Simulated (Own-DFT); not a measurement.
# One cell, two functionals

These are calculations, not measurements. The program, named Own-DFT, is a retired in-house plane-wave density functional code that no person has reviewed. Each row is one single-point run on a periodic cell that was not relaxed, without spin or spin-orbit coupling.

Known limits, some of them of some rows only: forces on such cells failed a check on a denser k mesh; forces on such cells moved up to 12 meV/angstrom on a denser k mesh; stress not checked against mesh or cutoff.

Each cell was run twice at the same cutoff, k mesh and smearing, with PBE and with PBEsol, on PseudoDojo norm-conserving files made for PBE. Atoms were moved at random from their sites; u is the rms move along one axis. Files made for PBEsol would give a somewhat different change.

| cell | atoms | volume (Å³/atom) | u (Å) | cutoff (hartree) | P with PBE (GPa) | P with PBEsol (GPa) | change (GPa) |
|---|---|---|---|---|---|---|---|
| C49 TiSi2 (Si40Ti20) | 60 | 13.83 | 0.047 | 42 | 7.50 | 4.08 | -3.43 |
| C49 TiSi2 (Si40Ti20) | 60 | 14.18 | 0.050 | 42 | 3.81 | 0.49 | -3.32 |
| C49 TiSi2 (Si40Ti20) | 60 | 14.34 | 0.049 | 42 | 1.24 | -2.04 | -3.28 |
| D0_22 TiAl3 with two Al on a Ti site each (Al32Ti8) | 40 | 15.63 | 0.087 | 42 | 4.89 | 3.19 | -1.69 |
| D0_22 TiAl3 with two Al on a Ti site each (Al32Ti8) | 40 | 15.63 | 0.050 | 42 | 3.34 | 1.65 | -1.70 |
| D0_22 TiAl3 with two Al on a Ti site each (Al32Ti8) | 40 | 15.63 | 0.081 | 42 | 4.69 | 3.00 | -1.69 |
| diamond-structure SiGe in ordered layers (Ge48Si16) | 64 | 21.97 | 0.054 | 42 | 3.83 | 1.12 | -2.71 |
| diamond-structure SiGe in ordered layers (Ge48Si16) | 64 | 21.97 | 0.026 | 42 | 3.38 | 0.67 | -2.71 |
| diamond-structure SiGe in ordered layers (Ge48Si16) | 64 | 21.97 | 0.059 | 42 | 3.84 | ? | ? |
| diamond-structure SiGeSn with randomly placed atoms (Ge40Si16Sn8) | 64 | 23.33 | 0.047 | 49 | 4.10 | 1.50 | -2.60 |
| diamond-structure SiGeSn with randomly placed atoms (Ge40Si16Sn8) | 64 | 24.27 | 0.047 | 49 | 1.40 | -1.01 | -2.41 |
| diamond-structure SiGeSn with randomly placed atoms (Ge40Si16Sn8) | 64 | 24.39 | 0.046 | 49 | 1.23 | -1.17 | -2.40 |

## Worked reading

Mean change of pressure by composition, in GPa: Si2Ti, -3.34; Ge3Si, -2.71; Ge5Si2Sn, -2.47; Al4Ti, -1.69. At a fixed cell PBEsol gives the lower pressure, because it favours a smaller volume than PBE. Here the change varies more between materials than between cells of one material.

## Withheld value

Question: what PBEsol pressure should the Ge48Si16 cell with the blank give?

Adding the mean change of the cells with its composition, -2.71 GPa, to 3.84 gives 1.1 GPa. The calculation gave 1.12 GPa.
